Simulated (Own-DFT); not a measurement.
# Computed records: AlGa3N4 (wurtzite random alloy, strained, atoms displaced)

All values are calculated (Own-DFT development build). A calculation, not a measurement: plane-wave PBE density functional theory by an unreviewed code, no spin, of a simulated periodic cell, stress positive in tension, free energy of the whole cell less one offset for each atom, forces on such cells passed a denser k mesh, this cell's mesh not checked; offsets are fitted by least squares, one for each functional and potential file, so energies compare only between cells with the same atoms and settings and are not formation energies; the far tail of each file's local potential was reset to the Coulomb form; each entry is a single point on an unrelaxed cell, so the pressure reflects the starting lattice, mostly measured values, from which strain is counted, and rises with the displacements; printed positions are rounded, which can move forces by about a meV/angstrom; the program is a retired in-house code; no spin-orbit coupling.

Settings shared by all entries: functional PBE; potential files PseudoDojo norm-conserving, scalar-relativistic, standard set with the stringent files for Ga; wave cutoff 96 hartree; occupations Gaussian; smearing width 0.01 eV; k mesh 4 x 4 x 3 centred on Gamma.

(1) AlGa3N4 (wurtzite random alloy, strained, atoms displaced)

```
AlGa3N4
1.0
      9.6757     0.0000     0.0000
     -4.8378     8.3794     0.0000
      0.0000     0.0000    10.2685
Ga N Ga N Ga N Al N Ga N Ga N Al Ga N Al Ga N Al Ga N Ga N Al Ga N Ga N Al Ga N Al Ga N Ga N Ga N Ga N Ga Al N
2 2 2 2 2 2 2 2 2 2 2 2 1 1 2 1 1 2 1 1 2 2 2 1 1 2 2 2 1 1 2 1 1 2 2 2 2 2 2 2 1 1 2
Direct
  0.11591 0.22567 0.00158
  0.21851 0.11156 0.24751
  0.11580 0.21800 0.19681
  0.22214 0.10705 0.44083
  0.11168 0.22788 0.49594
  0.22833 0.11161 0.74886
  0.11783 0.22733 0.69019
  0.21592 0.10856 0.94302
  0.11186 0.55409 0.99264
  0.21825 0.44923 0.24978
  0.11781 0.56092 0.18629
  0.22767 0.44228 0.44129
  0.12129 0.56443 0.49833
  0.23253 0.45132 0.74643
  0.11061 0.55497 0.68444
  0.22291 0.44868 0.93702
  0.11361 0.90058 0.99868
  0.23294 0.78845 0.24753
  0.11844 0.89281 0.18568
  0.22171 0.78642 0.43674
  0.11336 0.89079 0.50854
  0.22313 0.77760 0.74074
  0.11618 0.88891 0.69149
  0.22454 0.78592 0.94196
  0.44497 0.22324 0.99822
  0.55991 0.11743 0.24351
  0.45045 0.22696 0.19175
  0.55608 0.10346 0.43374
  0.44122 0.21694 0.50112
  0.55990 0.10680 0.74913
  0.45342 0.22082 0.69569
  0.55945 0.11181 0.93817
  0.43610 0.55868 0.99520
  0.55458 0.42890 0.24809
  0.43573 0.54342 0.19419
  0.55415 0.44574 0.44339
  0.44544 0.55682 0.50261
  0.55774 0.44675 0.75111
  0.43860 0.55829 0.68277
  0.54484 0.43764 0.94120
  0.44333 0.89082 0.00241
  0.55422 0.76879 0.25217
  0.44391 0.88471 0.18325
  0.55559 0.77488 0.44715
  0.44906 0.88461 0.50326
  0.56315 0.78679 0.75656
  0.44242 0.88832 0.68668
  0.55737 0.76449 0.93964
  0.78085 0.22616 0.00984
  0.89209 0.11254 0.25455
  0.77756 0.22005 0.18965
  0.88818 0.11236 0.44245
  0.79020 0.23150 0.49264
  0.88636 0.10880 0.74759
  0.77452 0.22750 0.69313
  0.88477 0.11472 0.93967
  0.77526 0.55068 0.99899
  0.88682 0.44516 0.24960
  0.78446 0.56491 0.18663
  0.88635 0.44923 0.43719
  0.78244 0.55294 0.50330
  0.89489 0.45245 0.75137
  0.77616 0.55608 0.69186
  0.87625 0.43612 0.92921
  0.78722 0.89613 0.99610
  0.88510 0.77298 0.25816
  0.77540 0.88781 0.19436
  0.88050 0.78071 0.43659
  0.77949 0.89166 0.50692
  0.89020 0.77590 0.75078
  0.77186 0.88893 0.68568
  0.88531 0.77127 0.94033
```

Results for AlGa3N4 (wurtzite random alloy, strained, atoms displaced): free energy of cell above offsets -10.445 eV; pressure 0.02 GPa; stress xx 2.81 GPa; stress yy 1.65 GPa; stress zz -4.53 GPa; stress yz 0.36 GPa; stress xz 0.72 GPa; stress xy 0.53 GPa.

Force:
| element | x (eV/Å) | y (eV/Å) | z (eV/Å) |
| --- | --- | --- | --- |
| Ga | -0.841 | -0.049 | -0.025 |
| Ga | 1.753 | -0.911 | 1.057 |
| N | -2.038 | 1.279 | -1.174 |
| N | 0.137 | 0.91 | 0.312 |
| Ga | 0.881 | -0.983 | 0.795 |
| Ga | -0.353 | 0.579 | 0.161 |
| N | -0.283 | 0.136 | 0.246 |
| N | 1.248 | 1.974 | -0.648 |
| Ga | -1.16 | 0.949 | 0.513 |
| Ga | 1.007 | -0.66 | 0.3 |
| N | -1.182 | -0.412 | 0.065 |
| N | -2.039 | 1.365 | -0.208 |
| Al | -0.428 | -0.457 | -0.573 |
| Al | -1.195 | -0.951 | 0.049 |
| N | 0.963 | -0.04 | -0.187 |
| N | 0.609 | -0.321 | -0.862 |
| Ga | 0.208 | -2.473 | 0.386 |
| Ga | -0.851 | -0.587 | -0.098 |
| N | -0.878 | -0.213 | 0.716 |
| N | 0.976 | -1.623 | 0.792 |
| Ga | -0.763 | 0.022 | -1.862 |
| Ga | 0.385 | -0.183 | 1.752 |
| N | -1.784 | -0.329 | 0.737 |
| N | 0.732 | -0.495 | -0.842 |
| Al | 0.142 | -0.487 | -0.096 |
| Ga | -0.107 | -1.76 | 0.93 |
| N | -0.46 | -2.308 | -2.155 |
| N | -0.025 | 1.674 | 0.999 |
| Al | 0.68 | 0.367 | -0.1 |
| Ga | -0.398 | 0.462 | 0.297 |
| N | -1.106 | 0.093 | -1.484 |
| N | -0.292 | -0.259 | 1.786 |
| Al | 1.526 | -1.222 | 1.5 |
| Ga | -0.866 | 3.514 | 1.206 |
| N | 0.659 | 0.811 | -1.584 |
| N | 0.896 | -1.394 | -0.053 |
| Ga | 0.634 | -0.276 | -1.171 |
| Ga | -0.614 | -0.364 | -0.143 |
| N | 0.884 | 0.128 | 2.325 |
| N | -0.362 | 0.455 | 0.39 |
| Al | 0.387 | -0.164 | -0.973 |
| Ga | -0.26 | 0.175 | -0.019 |
| N | 0.893 | 0.761 | 0.24 |
| N | 0.148 | 0.267 | -1.075 |
| Ga | -0.662 | 0.745 | -1.276 |
| Ga | -0.966 | -1.317 | -0.925 |
| N | 0.664 | -0.056 | 0.979 |
| N | -1.294 | 1.893 | 0.66 |
| Al | -0.383 | -0.57 | -2.329 |
| Ga | 0.01 | -0.887 | -0.511 |
| N | 0.611 | 0.926 | -0.103 |
| N | -0.239 | 0.678 | 0.22 |
| Al | -1.625 | -0.992 | 1.231 |
| Ga | 0.045 | 1.381 | 0.073 |
| N | 1.583 | -0.038 | -2.083 |
| N | 0.346 | 0.518 | 0.461 |
| Ga | -0.604 | 0.295 | -0.171 |
| Ga | 0.507 | 0.843 | -0.569 |
| N | -0.122 | -1.774 | 0.304 |
| N | 2.331 | -0.589 | 0.473 |
| Ga | -1.942 | 0.689 | -0.285 |
| Ga | -0.338 | -1.059 | -1.411 |
| N | 0.405 | 1.334 | 0.133 |
| N | 1.142 | 0.059 | 2.943 |
| Ga | -0.509 | -1.057 | 1.193 |
| Ga | 0.329 | 1.335 | -1.875 |
| N | 0.4 | 0.316 | -0.667 |
| N | 1.481 | -0.378 | 2.277 |
| Ga | -0.507 | -0.253 | -1.914 |
| Al | -0.283 | 0.137 | 0.167 |
| N | 1.957 | -0.11 | 2.084 |
| N | 0.195 | 0.934 | -1.301 |

(2) AlGa3N4 (wurtzite random alloy, strained, atoms displaced)

```
AlGa3N4
1.0
      9.6757     0.0000     0.0000
     -4.8378     8.3794     0.0000
      0.0000     0.0000    10.2685
Ga N Ga N Ga N Ga Al N Ga Al N Ga N Ga N Al N Al Ga N Ga N Al Ga N Ga N Ga Al N Ga Al N Ga N Al Ga N Ga N Ga N
2 2 2 2 2 2 1 1 2 1 1 2 2 2 2 2 2 2 1 1 2 2 2 1 1 2 2 2 1 1 2 1 1 2 2 2 1 1 2 2 2 2 2
Direct
  0.11474 0.22008 0.00003
  0.21609 0.10971 0.25036
  0.11436 0.22012 0.18684
  0.21819 0.10016 0.43860
  0.11445 0.22770 0.50548
  0.22700 0.12283 0.74824
  0.11115 0.22183 0.68816
  0.23180 0.11587 0.94328
  0.11475 0.55529 0.99754
  0.21855 0.43406 0.24514
  0.11917 0.55998 0.18842
  0.21276 0.44627 0.44127
  0.09898 0.54741 0.51004
  0.21457 0.43260 0.74955
  0.11873 0.56221 0.69397
  0.21977 0.43986 0.93940
  0.10871 0.89250 0.99345
  0.22347 0.78392 0.24231
  0.10628 0.88136 0.19086
  0.22974 0.77849 0.44107
  0.10397 0.88673 0.49819
  0.22807 0.76855 0.74767
  0.11314 0.89256 0.69695
  0.22212 0.77432 0.93791
  0.44464 0.21068 0.00133
  0.55420 0.10910 0.25624
  0.44960 0.22252 0.18710
  0.53491 0.10182 0.43510
  0.44799 0.22992 0.49809
  0.55981 0.12210 0.75092
  0.44620 0.22622 0.69063
  0.55704 0.11615 0.95017
  0.44541 0.55412 0.99480
  0.56975 0.45592 0.24681
  0.45039 0.55987 0.18967
  0.55591 0.45335 0.43963
  0.45035 0.55029 0.49387
  0.55373 0.44827 0.75006
  0.44759 0.55626 0.68346
  0.54760 0.43231 0.94381
  0.43492 0.88473 0.00329
  0.55480 0.78249 0.25635
  0.44721 0.88426 0.19788
  0.56454 0.78549 0.43984
  0.44334 0.88455 0.49224
  0.56091 0.78230 0.76039
  0.44680 0.88271 0.69022
  0.55071 0.76866 0.93946
  0.76881 0.21497 0.00686
  0.87907 0.10874 0.24713
  0.77646 0.22601 0.18859
  0.88518 0.09843 0.44032
  0.78704 0.21426 0.49621
  0.88209 0.11082 0.75314
  0.77951 0.21185 0.69362
  0.88525 0.10368 0.94066
  0.77962 0.55502 0.99697
  0.89718 0.45372 0.24850
  0.77312 0.54783 0.18789
  0.89303 0.45179 0.44482
  0.77342 0.54544 0.49925
  0.89141 0.45090 0.74955
  0.78473 0.55821 0.69021
  0.88929 0.43953 0.94069
  0.78417 0.89517 0.00530
  0.88891 0.78081 0.24237
  0.77776 0.89305 0.18646
  0.89106 0.76959 0.43608
  0.78115 0.89573 0.49757
  0.89127 0.77890 0.75248
  0.77289 0.89373 0.68662
  0.88806 0.77601 0.94047
```

The calculation gives: free energy of cell above offsets -9.544 eV; pressure 0.5 GPa; stress xx 0.79 GPa; stress yy 1.54 GPa; stress zz -3.81 GPa; stress yz 0.32 GPa; stress xz -0.1 GPa; stress xy 0.65 GPa.

Force:
| element | x (eV/Å) | y (eV/Å) | z (eV/Å) |
| --- | --- | --- | --- |
| Ga | -0.416 | 0.042 | -0.313 |
| Ga | 1.556 | -0.178 | -0.029 |
| N | -1.921 | -0.892 | 0.535 |
| N | -0.001 | 2.535 | 0.622 |
| Ga | 0.444 | -0.785 | -1.645 |
| Ga | 0.608 | -1.679 | 0.423 |
| N | -1.474 | 0.14 | 1.388 |
| N | -1.176 | -0.761 | -0.889 |
| Ga | -0.452 | -0.402 | 0.259 |
| Ga | 0.222 | 1.777 | 0.757 |
| N | -0.415 | 0.3 | 0.112 |
| N | 1.316 | -0.611 | -0.369 |
| Ga | 1.589 | 2.238 | -1.19 |
| Al | 0.616 | 1.877 | 0.029 |
| N | 0.21 | -3.105 | 0.25 |
| N | 0.928 | 0.352 | -0.866 |
| Ga | 0.876 | -0.461 | 0.371 |
| Al | 0.729 | -1.024 | 1.775 |
| N | 0.643 | 0.82 | -0.938 |
| N | -1.852 | -1.028 | -1.201 |
| Ga | 1.539 | -0.682 | 0.857 |
| Ga | -0.699 | 2.769 | 0.185 |
| N | 0.319 | -0.035 | -0.576 |
| N | 0.157 | 0.845 | 0.78 |
| Ga | -1.132 | 1.867 | 0.842 |
| Ga | -0.46 | 0.347 | -1.53 |
| N | -0.773 | -0.056 | 1.268 |
| N | 1.336 | 1.959 | 1.963 |
| Al | -0.474 | -1.199 | -0.075 |
| Al | 0.261 | -1.65 | 0.008 |
| N | 0.996 | -0.14 | -1.066 |
| N | 0.906 | -2.857 | -2.465 |
| Al | 0.121 | -0.594 | 0.953 |
| Ga | -2.227 | -1.862 | 0.029 |
| N | -0.367 | -0.362 | -0.736 |
| N | 2.993 | -2.36 | -0.345 |
| Ga | -3.052 | 2.078 | 1.008 |
| Ga | 0.531 | 0.064 | 0.442 |
| N | -1.191 | -0.52 | 1.091 |
| N | -0.176 | 1.629 | -0.505 |
| Al | 1.322 | 0.141 | -0.061 |
| Ga | 1.013 | -1.26 | -0.811 |
| N | -2.019 | 0.689 | -2.135 |
| N | -0.149 | -1.073 | 0.151 |
| Ga | 0.044 | -0.063 | 1.664 |
| Ga | -0.343 | -0.533 | -2.287 |
| N | -0.363 | 1.963 | 0.201 |
| N | -0.523 | 0.794 | 2.036 |
| Ga | 1.159 | 0.996 | -1.126 |
| Al | 1.079 | 0.453 | 0.127 |
| N | 1.148 | -0.475 | 1.915 |
| N | 0.467 | 2.88 | -2.181 |
| Ga | -2.152 | 0.565 | 0.681 |
| Al | 1.483 | -1.055 | 0.13 |
| N | -1.534 | 1.338 | -0.524 |
| N | 0.068 | 1.379 | -0.746 |
| Ga | -0.373 | -0.859 | -0.039 |
| Ga | 0.25 | -0.408 | 0.154 |
| N | 1.638 | 1.853 | -0.419 |
| N | -1.22 | -1.935 | -0.711 |
| Al | -0.25 | 1.74 | 0.389 |
| Ga | 0.63 | -0.973 | 0.541 |
| N | -0.99 | -0.32 | -0.981 |
| N | -0.145 | 0.13 | -0.038 |
| Ga | -0.682 | -1.644 | -1.241 |
| Ga | -0.152 | -0.78 | 1.054 |
| N | 0.038 | 0.481 | 1.415 |
| N | -1.402 | -0.616 | 0.164 |
| Ga | 0.765 | -3.012 | 1.054 |
| Ga | -0.49 | 0.653 | -0.904 |
| N | 1.399 | 0.393 | 0.996 |
| N | -0.353 | 0.162 | 0.322 |

(3) AlGa3N4 (wurtzite random alloy, strained, atoms displaced)

```
AlGa3N4
1.0
      9.6757     0.0000     0.0000
     -4.8378     8.3794     0.0000
      0.0000     0.0000    10.2685
Al Ga N Ga N Ga N Ga N Ga N Ga Al N Ga N Ga N Ga N Ga Al N Ga N Ga N Ga Al N Ga Al N Ga N Al N Al Ga N Al Ga N
1 1 2 2 2 2 2 2 2 2 2 1 1 2 2 2 2 2 2 2 1 1 2 2 2 2 2 1 1 2 1 1 2 2 2 2 2 1 1 2 1 1 2
Direct
  0.11102 0.22731 0.99767
  0.21518 0.10955 0.25265
  0.12132 0.23164 0.19869
  0.22972 0.11809 0.43978
  0.10996 0.22571 0.50108
  0.22624 0.10716 0.75211
  0.11640 0.22184 0.68741
  0.21940 0.10189 0.94560
  0.11450 0.56392 0.00316
  0.21647 0.42878 0.25612
  0.11486 0.56499 0.18357
  0.21434 0.43992 0.44384
  0.10544 0.56028 0.50384
  0.22669 0.44594 0.74413
  0.11578 0.56200 0.69720
  0.22084 0.43949 0.93301
  0.10969 0.88641 0.99980
  0.22418 0.78262 0.25119
  0.10468 0.87845 0.18977
  0.23090 0.77378 0.43005
  0.11251 0.89086 0.49635
  0.22280 0.77433 0.74831
  0.11578 0.89244 0.68724
  0.22437 0.77605 0.94485
  0.44400 0.22299 0.99952
  0.56645 0.12118 0.25158
  0.45112 0.22195 0.19057
  0.55563 0.11373 0.44147
  0.44194 0.21330 0.49926
  0.54438 0.10902 0.75016
  0.44563 0.22325 0.68335
  0.55934 0.11212 0.93723
  0.43609 0.55030 0.99718
  0.56475 0.44380 0.24377
  0.44498 0.56148 0.19038
  0.55041 0.43616 0.43911
  0.43171 0.54467 0.49982
  0.54749 0.44821 0.74124
  0.43970 0.55335 0.69046
  0.55092 0.44192 0.93694
  0.43958 0.89082 0.99634
  0.55571 0.77471 0.24294
  0.44078 0.88836 0.18542
  0.55182 0.77908 0.43282
  0.44092 0.89592 0.50456
  0.56226 0.78146 0.74863
  0.45046 0.89595 0.69034
  0.56408 0.77957 0.94607
  0.78320 0.22522 0.00049
  0.88233 0.11315 0.25158
  0.76875 0.21867 0.18490
  0.88301 0.11523 0.42971
  0.77015 0.21690 0.50147
  0.89481 0.11322 0.74915
  0.78410 0.23429 0.69062
  0.88733 0.11343 0.94059
  0.77231 0.56207 0.00017
  0.89440 0.45169 0.25536
  0.77615 0.55639 0.19100
  0.87283 0.43473 0.43991
  0.77781 0.54960 0.49660
  0.89048 0.44827 0.74985
  0.77969 0.55812 0.69431
  0.88780 0.44681 0.94440
  0.77571 0.88111 0.99804
  0.87506 0.76673 0.24904
  0.79761 0.89712 0.17980
  0.89781 0.77810 0.43970
  0.78052 0.89163 0.50586
  0.88722 0.77954 0.74567
  0.77298 0.89156 0.69729
  0.88787 0.78336 0.93878
```

It finds free energy of cell above offsets -9.965 eV; pressure 0.27 GPa; stress xx 2.57 GPa; stress yy 0.65 GPa; stress zz -4.03 GPa; stress yz -0.32 GPa; stress xz -0.26 GPa; stress xy -0.46 GPa.

Force:
| element | x (eV/Å) | y (eV/Å) | z (eV/Å) |
| --- | --- | --- | --- |
| Al | 0.197 | -0.923 | 0.442 |
| Ga | 1.443 | -0.634 | -0.703 |
| N | -1.846 | -3.363 | -2.694 |
| N | -1.221 | -1.098 | 0.08 |
| Ga | 0.057 | -1.127 | -0.429 |
| Ga | -0.381 | 0.565 | 0.093 |
| N | -0.969 | -0.667 | 0.764 |
| N | -0.988 | 1.742 | -0.592 |
| Ga | -0.125 | -1.558 | -1.023 |
| Ga | -0.189 | 4.534 | -0.068 |
| N | 0.233 | -1.524 | 2.218 |
| N | -0.687 | 0.653 | 0.116 |
| Ga | 0.439 | -0.564 | -0.335 |
| Ga | -1.1 | -0.596 | 0.811 |
| N | -0.843 | -0.38 | -0.754 |
| N | -0.596 | -0.189 | 0.765 |
| Ga | -0.09 | -0.554 | 0.62 |
| Ga | 0.547 | -0.152 | -1.623 |
| N | -0.593 | 1.066 | 0.319 |
| N | -1.523 | 0.291 | 2.54 |
| Ga | 0.83 | 0.249 | -0.148 |
| Al | -0.091 | 1.107 | 0.884 |
| N | 0.537 | -1.159 | 0.355 |
| N | -0.759 | 0.519 | -2.554 |
| Ga | 0.577 | -0.377 | 0.262 |
| Ga | -1.483 | -2.118 | -0.189 |
| N | -1.19 | -0.028 | -0.186 |
| N | 0.159 | -0.685 | -0.332 |
| Ga | -0.234 | 1.36 | -0.47 |
| Ga | 1.623 | 1.315 | 0.414 |
| N | -0.62 | 0.909 | 1.358 |
| N | -0.621 | 0.109 | 0.094 |
| Ga | 0.512 | 0.649 | 0.527 |
| Ga | -2.286 | -0.519 | 0.964 |
| N | 0.434 | -1.911 | -0.326 |
| N | 0.685 | 1.177 | 0.376 |
| Ga | 1.134 | 1.448 | -0.91 |
| Al | 1.836 | -0.698 | 1.006 |
| N | 0.991 | 0.85 | -0.416 |
| N | -0.15 | 0.298 | -1.057 |
| Ga | 1.478 | 0.372 | 0.745 |
| Ga | -0.398 | 1.426 | 0.239 |
| N | 0.759 | 0.805 | 0.473 |
| N | 1.242 | 0.175 | 1.72 |
| Ga | 1.435 | -0.885 | -1.262 |
| Ga | -1.557 | -0.69 | 1.183 |
| N | -0.988 | -1.632 | 0.471 |
| N | -0.92 | -0.39 | -1.043 |
| Ga | -0.818 | 0.071 | -0.819 |
| Al | 0.764 | -0.327 | -1.664 |
| N | 2.66 | 1.116 | 1.147 |
| N | 0.904 | -1.268 | 1.746 |
| Ga | 0.453 | 0.29 | 0.636 |
| Al | -0.963 | 0.79 | 0.673 |
| N | 0.751 | -1.016 | 0.345 |
| N | 1.665 | -0.629 | -0.586 |
| Ga | 0.881 | -0.762 | -0.702 |
| Ga | 0.284 | -0.501 | -1.622 |
| N | 0.872 | -0.42 | -0.521 |
| N | 0.993 | 1.329 | 0.448 |
| Al | -1.462 | 0.641 | 0.881 |
| Al | -0.216 | -0.036 | 1.041 |
| N | -0.518 | -0.827 | -1.324 |
| N | -0.042 | 0.574 | -1.251 |
| Al | -0.044 | 1.766 | 0.073 |
| Ga | 1.198 | 1.905 | 0.323 |
| N | -1.816 | 0.392 | 0.833 |
| N | -2.045 | -0.82 | 0.835 |
| Al | -0.681 | -0.475 | -1.413 |
| Ga | 0.633 | -0.082 | 0.596 |
| N | 1.633 | 1.434 | -2.04 |
| N | 0.213 | -0.344 | -0.358 |
